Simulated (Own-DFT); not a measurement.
# Point defects and the pressure they add: grey tin

Source: density functional calculations with Own-DFT, an unreviewed in-house program that is no longer used. Nothing was measured or relaxed, and spin and spin-orbit coupling are left out.

Common settings: PBE; PseudoDojo norm-conserving scalar-relativistic files; cutoff 42 hartree; 3 x 3 x 3 k mesh centred on Gamma; cold (Marzari-Vanderbilt) smearing of 0.2 eV.

Known weak points (not all hold for every row): not probed for a lower state with spin; forces on such cells moved up to 12 meV/angstrom on a denser k mesh; stress not checked against mesh or cutoff.

All runs share one cell, with vectors in Å (12.978, 0.000, 0.000); (0.000, 12.978, 0.000); (0.000, 0.000, 12.978) and a volume of 2185.9 Å³. The atoms are randomly displaced, by u rms on each axis. The defect's site can differ from row to row.

| cell | formula | u (Å) | P (GPa) |
|---|---|---|---|
| no defect | Sn64 | 0.0194 | 3.38 |
| no defect | Sn64 | 0.0199 | 3.37 |
| no defect | Sn64 | 0.0479 | 3.58 |
| one Sn vacancy | Sn63 | 0.0276 | 3.22 |
| one Sn vacancy | Sn63 | 0.0300 | 3.22 |
| one Sn vacancy | Sn63 | 0.0478 | ? |
| one Sn vacancy | Sn63 | 0.0496 | 3.42 |
| two Sn vacancies | Sn62 | 0.0285 | 3.07 |
| two Sn vacancies | Sn62 | 0.0469 | 3.20 |
| two Sn vacancies | Sn62 | 0.0493 | 3.32 |

## Worked fit

P = P0 + c u² + a shift for each defect gives P0 = 3.32 GPa, c = 119 ± 13 GPa/Å² and a scatter of 0.03 GPa. The shifts, and each times the cell's volume:

- one Sn vacancy: -0.20 ± 0.03 GPa, -2.7 eV
- two Sn vacancies: -0.34 ± 0.03 GPa, -4.7 eV (-2.3 eV for each of its 2 sites)

A positive shift means that the defect pushes the cell outwards. Shift times volume (160.2 GPa Å³ is 1 eV) depends little on the cell's size, so, taken for each site, it can be compared between cells at like pressure. The atoms around the defects weren't relaxed, which would change these numbers.

## Prediction

The question: what pressure belongs in the blank (one Sn vacancy, u = 0.0478 Å)?

The fitted form gives 3.39 ± 0.04 GPa. The run itself gave 3.34 GPa.
